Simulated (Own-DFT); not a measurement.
# What a defect does to the pressure of its cell: 4H SiC

Source: density functional calculations with Own-DFT, an unreviewed in-house program that is no longer used. Nothing was measured or relaxed, and spin and spin-orbit coupling are left out.

All runs used: PBE; PseudoDojo norm-conserving scalar-relativistic files; cutoff 42 hartree; 4 x 4 x 3 k mesh centred on Gamma; Fermi-Dirac smearing of 0.1 eV.

Limits (not all hold for every row): a neutral cation vacancy leaves holes that likely carry spin, which these runs leave out; not probed for a lower state with spin; forces on such cells failed a check on a denser k mesh; forces on such cells passed a denser k mesh, each cell not checked; stress not checked against mesh or cutoff.

All runs share one cell, with vectors in Å (9.248, 0.000, 0.000); (-4.624, 8.009, 0.000); (0.000, 0.000, 10.068) and a volume of 745.7 Å³. u is the rms random offset of the atoms per axis. The defect's site can differ from row to row.

```
                  cell    formula   u (Å)  P (GPa)
             no defect    C36Si36  0.0275     3.58
             no defect    C36Si36  0.0305     3.84
             no defect    C36Si36  0.0666     8.18
two N on a C site each  C34N2Si36  0.0272     2.55
two N on a C site each  C34N2Si36  0.0305     2.82
two N on a C site each  C34N2Si36  0.0496     4.43
two N on a C site each  C34N2Si36  0.0508        ?
        one Si vacancy    C36Si35  0.0292     2.85
        one Si vacancy    C36Si35  0.0304     3.37
        one Si vacancy    C36Si35  0.0323     3.20
         one C vacancy    C35Si36  0.0320     3.44
         one C vacancy    C35Si36  0.0474     4.85
         one C vacancy    C35Si36  0.0511     4.72
    one C on a Si site    C37Si35  0.0456     3.14
    one C on a Si site    C37Si35  0.0458     3.05
    one C on a Si site    C37Si35  0.0521     3.86
```

## What the rows give

P = P0 + c u² + a shift for each defect gives P0 = 2.79 GPa, c = 1179 ± 60 GPa/Å² and a scatter of 0.21 GPa. The shifts, and each times the cell's volume:

- one Si vacancy: -0.76 ± 0.18 GPa, -3.5 eV
- one C vacancy: -0.77 ± 0.17 GPa, -3.6 eV
- two N on a C site each: -1.15 ± 0.17 GPa, -5.3 eV (-2.7 eV for each of its 2 sites)
- one C on a Si site: -2.15 ± 0.17 GPa, -10.0 eV

Positive is outwards. The product with the volume (160.2 GPa Å³ to the eV) is nearly free of the cell's size; divided by the bulk modulus at the cell's pressure it gives the volume that the defect adds. The atoms around the defects weren't relaxed, which would change these numbers.

## Withheld run

Asked: what pressure belongs in the blank (two N on a C site each, u = 0.0508 Å)?

Estimate: 4.68 ± 0.25 GPa. DFT gave 4.09 GPa.
